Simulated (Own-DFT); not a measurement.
GaP (zincblende, strongly disordered by large displacements), InAs (zincblende, strongly disordered by large displacements) (calculated)

All values are calculated (Own-DFT development build). A calculation, not a measurement: plane-wave PBE density functional theory by an unreviewed code, no spin, of a simulated periodic cell, stress positive in tension, free energy of the whole cell less one offset for each atom, forces on such cells passed a denser k mesh, this cell's mesh not checked; broken bonds can close the gap or carry spin, so checks made on this kind of crystal may not hold here; offsets are fitted by least squares, one for each functional and potential file, so energies compare only between cells with the same atoms and settings and are not formation energies; the far tail of each file's local potential was reset to the Coulomb form; each entry is a single point on an unrelaxed cell, so the pressure reflects the starting lattice, mostly measured values (interpolated for alloys), from which strain is counted, and rises with the displacements; printed positions are rounded, which can move forces by about a meV/angstrom; the program, named Own-DFT, is a retired in-house code; no spin-orbit coupling.

Settings shared by all entries: functional PBE; potential files PseudoDojo norm-conserving, scalar-relativistic, standard set; wave cutoff 42 hartree; occupations Fermi-Dirac; smearing width 0.1 eV; k mesh 3 x 3 x 3 centred on Gamma.

(1) 
```xyz
64
Lattice="10.9010 0.0000 0.0000 0.0000 10.9010 0.0000 0.0000 0.0000 10.9010" Properties=species:S:1:pos:R:3:force_x:R:1:force_y:R:1:force_z:R:1 formula=GaP hardware=one_NVIDIA_H100 free_energy_of_cell_above_offsets=3.864 pressure=11.23 stress_xx=-11.85 stress_yy=-11.15 stress_zz=-10.7 stress_yz=2.65 stress_xz=2.03 stress_xy=-3.68 wall_time=602
Ga    10.5624     0.0360     0.1931       5.14      1.411      0.287
Ga    10.8116     2.8173     2.5155     -0.482     -0.584      1.888
Ga     2.7417     0.0638     2.8150      3.001      3.204     -2.768
Ga     2.7955     3.2421    10.6817      1.212     -4.715      0.253
P      1.5234     1.6332     1.5507     -0.235     -1.065     -2.438
P      1.1197     4.0203     4.1196      1.202      1.583     -0.006
P      3.9684     1.6241     4.3049      3.033     -5.757     -1.608
P      3.9075     3.9710     1.3398      2.754      3.768      3.035
Ga     0.2379     0.0181     5.3270     -1.945      0.911       1.88
Ga    10.7681     2.5193     8.0340     -0.939      2.083      0.323
Ga     2.8374    10.7393     8.5176     -0.831      1.098     -1.685
Ga     2.6345     2.5404     5.4440     -3.664      4.189      3.204
P      1.3865     1.4235     6.9765      1.255     -2.756     -0.983
P      1.2160     3.9629     9.6270     -4.187      1.824     -2.294
P      4.0527     1.5340     9.2663     -0.026     -0.278      2.499
P      3.9517     4.2136     6.8476     -0.645     -1.092     -0.372
Ga    10.6616     5.4567     0.1601      6.948      0.621     -0.347
Ga     0.1069     8.2348     2.9375     -0.692      -0.01      -1.99
Ga     2.4924     5.7642     2.7342      3.203     -4.794      3.397
Ga     2.5217     8.0031    10.5113      0.535      -0.01      3.265
P      1.3797     6.8373     1.4656     -3.662      2.834     -3.593
P      1.4475     9.7610     3.8395     -1.371     -2.446      2.603
P      4.1333     6.9210     4.1670     -3.238     -5.244      3.751
P      4.0709     9.6051     1.3741     -0.991     -0.738      0.114
Ga     0.1145     5.6109     5.6708     -4.525     -3.251     -5.414
Ga     0.2276     7.9413     8.1290      -1.44      2.071       0.63
Ga     2.3213     5.3314     8.1715        1.7       0.67      0.417
Ga     2.9489     8.6192     5.1849     -2.458     -2.975     -1.963
P      1.3955     6.7108     6.5967      5.309      5.044      3.428
P      1.3910     9.6095     9.7617     -2.487      0.594     -1.283
P      4.1160     6.7476     9.9285      -0.38      0.052     -4.093
P      3.7965     9.7096     6.6743      2.878      0.703       3.74
Ga     5.2591    10.8528    10.7692      1.594      1.336     -0.116
Ga     5.0622     2.8740     3.0191      2.949      1.136     -2.872
Ga     8.0723    10.8624     2.7760      0.403      1.536     -1.519
Ga     8.7570     2.7332     0.1533     -5.113     -5.509     -3.791
P      6.8679     1.6618     1.2932     -0.313     -1.358      0.448
P      7.1821     4.0799     4.1293     -4.433      0.839     -1.098
P      9.5481     1.2578     4.0632      -0.01      1.001     -0.345
P      9.5081     4.2135     1.1558     -0.631      1.085      6.948
Ga     5.3974    10.6343     5.3307     -0.303      2.551      0.911
Ga     5.3830     3.0490     8.2807     -3.522     -3.901     -5.086
Ga     7.9933    10.8120     8.4787       6.84      11.88     -4.062
Ga     8.0804     2.7066     5.4265      1.185     -4.103      1.952
P      6.6442     1.0633     6.9480      0.099       2.62     -0.623
P      6.6848     3.9932     9.3617      6.432       4.56      4.636
P      9.6858     1.1920     9.5987     -2.268      1.947     -2.281
P      9.6681     4.0365     6.3273     -1.068     -0.413       3.77
Ga     5.7486     5.6835    10.7946      0.808     -2.307      1.316
Ga     5.0700     8.0606     2.9022      5.091      5.341      -5.23
Ga     8.0470     5.3009     2.5747       0.79      2.655     -0.874
Ga     8.1863     8.0993     0.0368      3.167       3.69     -3.232
P      7.0039     7.1105     1.3092     -4.135     -3.717      4.268
P      6.7642     9.5989     4.0282     -0.384     -3.048     -0.106
P      9.5376     7.4093     4.3936      2.956     -3.379     -2.978
P      9.6195     9.5810     1.3695      -2.73     -3.206      2.776
Ga     5.4732     5.1010     5.4168      0.005      1.069     -0.383
Ga     5.7119     8.2506     7.8539     -3.591      0.623      0.769
Ga     8.2397     5.8574     8.2398     -0.162     -2.421     -0.169
Ga     8.1076     7.6757     5.7800       2.95      6.728     -0.984
P      6.6638     6.7541     6.6415      -4.35     -4.932      2.796
P      7.0548     9.4217     9.1016     -7.342      -9.98       8.27
P      9.7539     6.7890     9.8606     -2.119      3.486     -4.639
P      9.1238     9.8463     6.8991      3.236     -2.749     -2.347
```

Units: free_energy_of_cell_above_offsets in eV; pressure, stress_xx, stress_yy, stress_zz, stress_yz, stress_xz, stress_xy in GPa; wall_time in s; force_x, force_y, force_z in eV/Å.

(2) 
```xyz
64
Lattice="12.1166 0.0000 0.0000 0.0000 12.1166 0.0000 0.0000 0.0000 12.1166" Properties=species:S:1:pos:R:3:force_x:R:1:force_y:R:1:force_z:R:1 formula=InAs hardware=one_NVIDIA_H200 free_energy_of_cell_above_offsets=-1.210 pressure=9.06 stress_xx=-9.82 stress_yy=-8.87 stress_zz=-8.49 stress_yz=0.51 stress_xz=2.48 stress_xy=1.16 wall_time=1177
In     0.1646     0.1413    11.9701     -0.436     -0.215      0.824
In     0.0360     2.7416     3.0522       0.05       8.16       0.31
In     2.9427     0.0114     2.6602     -0.136     -0.029      3.281
In     3.2045     2.8733     0.1938     -0.829      0.028     -0.794
As     1.3960     1.6410     1.8383      4.406     -3.098     -6.837
As     1.5668     4.6629     4.2831     -1.549     -1.193      3.014
As     4.2714     1.7533     4.6427      3.225     -4.683     -3.434
As     4.6548     4.5302     1.4206      0.248      0.779      0.974
In    12.0149    12.0936     5.9067      0.686      0.132     -0.341
In     0.0364     3.3432     8.8707     -0.028     -0.412      0.844
In     2.8733     0.0859     9.1718      4.543     -2.237      3.117
In     3.3001     3.2315     6.0025     -3.606      2.341      1.973
As     1.5813     1.2697     7.8716     -4.198       4.48      -5.06
As     1.4892     4.6554    10.7841      0.774     -0.719     -1.218
As     4.9004     1.3995    10.5525     -4.436     -2.096      1.139
As     4.4760     4.5175     7.7212      0.725      1.381     -0.487
In    11.8712     5.9865    12.0763      0.462      1.114     -1.862
In    12.1122     8.9292     2.6306      0.254      -1.38      2.247
In     2.9663     6.0421     2.9180      2.244      1.133     -0.398
In     2.9837     8.9453    12.0037     -0.225      -0.34      0.955
As     1.3525     7.3200     1.3707      1.768      0.717     -0.626
As     1.4232    10.4214     4.1850      0.779      0.787      1.504
As     4.8406     7.8248     4.7793     -1.461      0.409     -1.403
As     4.4299    10.5665     1.6085     -0.591     -1.683     -0.623
In     0.1816     6.0707     6.6062      1.245      0.399     -2.848
In     0.2304     8.9980     9.0533     -1.724      0.279      1.964
In     3.0077     6.1641     9.0599     -0.109     -1.352      0.973
In     2.9893     9.2911     6.2594      0.885      1.086     -3.498
As     1.7635     7.8292     7.6713     -0.267     -2.418     -0.324
As     1.6071    10.5294    10.5277     -0.224      0.292      1.242
As     4.5649     7.5358    10.5359     -0.901      2.138     -1.079
As     4.5780    10.8211     7.5027     -6.346     -4.034      5.601
In     5.5708    11.9262    12.1149      3.617     -0.701      0.348
In     6.1610     2.9479     3.0747      -1.35      1.308      1.715
In     8.9333    11.7435     2.8680      1.559      2.783     -1.655
In     9.2990     2.9264     0.2322     -1.262       3.68      0.932
As     7.6677     1.8873     1.5355       -1.3     -4.195      0.516
As     7.6861     4.6385     4.6582        0.6     -1.818     -1.429
As    10.6639     1.8463     4.3030      -5.75     -4.214      5.405
As    10.6722     4.7011     1.5242      -1.47     -1.647      2.326
In     6.0556    11.8083     6.4018      6.229      6.042     -5.404
In     5.7309     3.0759     9.3469      0.998      1.416      -4.73
In     9.2409     0.1667     9.0448      0.795     -0.965      0.669
In     9.1646     3.0793     6.2490      0.626       0.45     -1.514
As     7.7150     1.5691     7.5772     -1.742     -0.366      0.561
As     7.1709     4.3506    10.6209      5.259      0.688      1.014
As    10.5888     1.7993    10.8779      2.679     -2.347     -4.397
As    10.2849     5.1018     7.5212      0.317     -2.148      0.352
In     5.9215     6.0174    11.7494       0.58      0.338      2.939
In     6.1443     9.0892     2.6621      0.444     -0.387      1.993
In     9.1879     6.2612     3.2491     -5.106     -4.851     -5.003
In     9.1415     9.0590    11.7476     -5.462      5.464      5.493
As     7.6131     7.6133     1.2579        0.3     -1.119      -0.16
As     7.5022    10.8341     4.4983     -1.695     -1.615      1.028
As    10.5127     7.5097     4.3398      6.028      4.742       4.57
As    10.8244    10.5959     1.5862      -1.79      1.828     -2.672
In     6.2871     6.1328     5.8928     -1.019      0.187       1.99
In     5.9939     9.1115     8.9122       0.78     -0.389      0.447
In     9.0055     6.2558     9.3127      2.407     -2.634      4.833
In     8.9720     9.0598     5.7008      0.464     -0.233      1.592
As     7.6279     7.2153     7.8999     -4.089      4.117     -4.935
As     7.5924    10.6162    10.4892      -0.91       0.97      -0.09
As    10.5236     7.8568    10.7229      6.697     -5.691     -4.659
As    10.9491    10.3386     7.5613     -2.669      1.543     -1.207
```

Units: free_energy_of_cell_above_offsets in eV; pressure, stress_xx, stress_yy, stress_zz, stress_yz, stress_xz, stress_xy in GPa; wall_time in s; force_x, force_y, force_z in eV/Å.

(3) 
```xyz
64
Lattice="10.9010 0.0000 0.0000 0.0000 10.9010 0.0000 0.0000 0.0000 10.9010" Properties=species:S:1:pos:R:3:force_x:R:1:force_y:R:1:force_z:R:1 formula=GaP hardware=one_NVIDIA_H100 free_energy_of_cell_above_offsets=0.374 pressure=10.4 stress_xx=-9.17 stress_yy=-12.03 stress_zz=-10 stress_yz=-2.87 stress_xz=1.74 stress_xy=0.15 wall_time=556.3
Ga    10.8455    10.7704     0.3515     -0.698     -0.793     -2.071
Ga     0.0925     2.5669     2.9251      3.195      4.352     -4.413
Ga     2.7195    10.8325     2.5696     -0.802      0.037      1.455
Ga     2.6907     2.8286    10.8788      1.065     -1.419        0.4
P      1.2998     1.2610     1.4597      0.977      2.107     -0.676
P      1.3297     4.2224     3.9608     -0.323     -1.256      1.842
P      4.0498     1.2220     4.2191     -3.321     -3.688      1.567
P      4.4202     4.0930     1.1097     -3.462     -2.301      3.273
Ga     0.2021     0.0519     5.4181      -2.21      2.208      4.487
Ga     0.1708     2.8320     8.3109     -3.121     -4.737     -3.983
Ga     3.0373     0.1233     8.3653     -3.365     -3.724      -4.06
Ga     2.9501     2.6723     5.5234      -3.93     -1.395     -2.739
P      1.5586     1.4074     6.8690     -0.774     -0.382      0.218
P      1.1346     3.8752     9.6585      4.703      4.375      2.444
P      4.1985     1.3446     9.4035        2.9      5.647      2.381
P      3.8091     3.9079     6.8629      4.223      4.237      3.508
Ga     0.0506     5.4358    10.7369     -0.199      2.891      1.116
Ga    10.8946     8.4789     2.8991     -2.363     -3.566     -5.785
Ga     2.7033     5.3510     2.6363      1.076      1.897     -1.249
Ga     3.2451     8.3756    10.7681     -5.727      3.266      2.251
P      1.4660     7.2509     1.2510      0.177     -1.609       0.31
P      0.9571     9.8475     3.9030      6.879      0.931       0.28
P      4.2216     6.7499     4.4554      0.124     -0.162     -6.557
P      4.1351     9.7946     1.2010      -1.03     -3.822      5.326
Ga    10.7264     5.4335     5.6826      1.589     -0.007     -0.631
Ga    10.6594     7.9982     7.9369      0.507       1.11      1.589
Ga     2.9318     5.6951     8.3793     -4.112     -3.693     -3.505
Ga     2.7262     7.7741     5.3446       0.05      5.746     -0.638
P      1.4401     6.9727     6.6680     -3.064      -3.21      4.108
P      1.4081     9.7889     9.3871      -0.72     -1.708       1.02
P      3.9670     6.9710     9.5750      4.259     -0.974     -2.146
P      4.4109     9.5798     6.7397     -2.525       0.55     -0.354
Ga     5.1759     0.1159     0.0432      5.041      3.175     -2.101
Ga     4.9469     2.5137     3.0171      4.633      3.975     -5.124
Ga     8.2318     0.2445     2.4647       2.81     -1.974      4.405
Ga     8.2726     2.7986    10.7816     -4.739      2.468      2.739
P      6.8342     1.3559     1.6107     -5.116      4.237     -3.121
P      6.5573     3.9313     3.9931      0.446      1.382      1.203
P      9.8095     1.4962     4.0599     -5.676     -3.483      3.476
P      9.4850     4.2201     0.9970      0.211      0.211      4.065
Ga     5.5636    10.6761     4.9575      -1.94      2.844      4.337
Ga     5.8094     2.7228     7.7841     -1.671     -0.021      1.372
Ga     8.3401     0.1183     8.2760     -0.938     -0.819      0.348
Ga     8.0446     2.6797     5.3332      2.056      1.283      -1.38
P      7.1061     1.2016     6.5628     -1.834     -1.257      1.029
P      6.6342     4.3171     9.6814      2.012     -4.304     -1.862
P      9.4012     1.4921     9.7944      4.363     -3.648     -3.505
P      9.5480     3.9379     6.9983     -0.002     -0.399     -1.812
Ga     5.2327     5.4964    10.6414      0.005      3.094      1.183
Ga     5.5213     8.0153     2.7832     -1.173      0.621     -0.029
Ga     8.0473     5.4026     2.7787      0.331      0.255     -1.567
Ga     8.2768     8.1471    10.8616     -3.974     -1.602     -2.525
P      6.5406     6.9831     1.0899      1.185     -1.492      0.658
P      6.7601     9.3115     4.1675      4.117     -2.294     -3.535
P      9.9042     7.0395     4.1981      1.055     -4.865     -2.044
P      8.9097     9.5372     1.2195      5.435      2.362      3.518
Ga     5.3710     5.5218     5.6276      2.341     -3.371      2.002
Ga     5.4303     7.9833     7.9061     -0.201      2.008      2.366
Ga     7.8671     4.9126     8.0134      0.336      3.377     -0.027
Ga     8.3835     7.9897     5.0728     -4.107      3.128      4.076
P      6.9124     6.8800     6.8377      2.137     -2.661     -1.251
P      6.7231     9.7726     9.6997      0.503     -1.456     -1.568
P      9.3556     6.8034     9.6424      2.026     -1.953     -3.121
P      9.4498     9.5748     6.7751      0.353      0.274     -0.975
```

Units: free_energy_of_cell_above_offsets in eV; pressure, stress_xx, stress_yy, stress_zz, stress_yz, stress_xz, stress_xy in GPa; wall_time in s; force_x, force_y, force_z in eV/Å.
